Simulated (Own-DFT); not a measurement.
# One host, several defects: C40 NbSi2

Everything here is calculated. The program is Own-DFT (plane waves, in-house, since retired, never reviewed by a person); positions were held fixed, and spin and spin-orbit coupling were off.

Method: PBE; PseudoDojo norm-conserving scalar-relativistic files; cutoff 42 hartree; 4 x 4 x 5 k mesh centred on Gamma; cold (Marzari-Vanderbilt) smearing of 0.2 eV.

Known weak points: forces on such cells failed a check on a denser k mesh; stress not checked against mesh or cutoff.

All runs share one cell, with vectors in Å (0.000, 8.324, 0.000); (-9.613, 0.000, 0.000); (0.000, 0.000, 6.586) and a volume of 527.0 Å³. u is the rms random offset of the atoms per axis. The defect's site can differ from row to row.

| cell | formula | u (Å) | P (GPa) |
|---|---|---|---|
| no defect | Nb12Si24 | 0.0191 | 1.48 |
| no defect | Nb12Si24 | 0.0234 | 1.55 |
| no defect | Nb12Si24 | 0.0546 | 3.18 |
| two Si on a Nb site each | Nb10Si26 | 0.0282 | 1.74 |
| two Si on a Nb site each | Nb10Si26 | 0.0294 | 1.67 |
| two Si on a Nb site each | Nb10Si26 | 0.0509 | 2.31 |
| two Nb vacancies | Nb10Si24 | 0.0314 | -0.06 |
| two Nb vacancies | Nb10Si24 | 0.0340 | 0.04 |
| two Nb vacancies | Nb10Si24 | 0.0545 | 1.27 |
| two Nb on a Si site each | Nb14Si22 | 0.0304 | 7.70 |
| two Nb on a Si site each | Nb14Si22 | 0.0329 | ? |
| two Nb on a Si site each | Nb14Si22 | 0.0447 | 8.10 |
| two Nb on a Si site each | Nb14Si22 | 0.0494 | 8.63 |
| one Si vacancy | Nb12Si23 | 0.0285 | 0.96 |
| one Si vacancy | Nb12Si23 | 0.0357 | 1.41 |
| one Si vacancy | Nb12Si23 | 0.0445 | 1.44 |

## What the rows give

P = P0 + c u² + a shift for each defect gives P0 = 1.33 GPa, c = 573 ± 54 GPa/Å² and a scatter of 0.18 GPa. The shifts, and each times the cell's volume:

- two Nb on a Si site each: 5.79 ± 0.15 GPa, 19.1 eV (9.5 eV for each of its 2 sites)
- two Si on a Nb site each: -0.23 ± 0.14 GPa, -0.8 eV (-0.4 eV for each of its 2 sites) (not resolved)
- one Si vacancy: -0.84 ± 0.14 GPa, -2.8 eV
- two Nb vacancies: -1.89 ± 0.15 GPa, -6.2 eV (-3.1 eV for each of its 2 sites)

Against the defect-free cell, a freed cell would be larger where the shift is positive and smaller where it is negative (160.2 GPa Å³ is 1 eV). The atoms around the defects weren't relaxed, which would change these numbers.

## Test on the hidden row

Question: what pressure belongs in the blank (two Nb on a Si site each, u = 0.0329 Å)?

Estimate: 7.74 ± 0.21 GPa. The calculation gave 7.71 GPa.
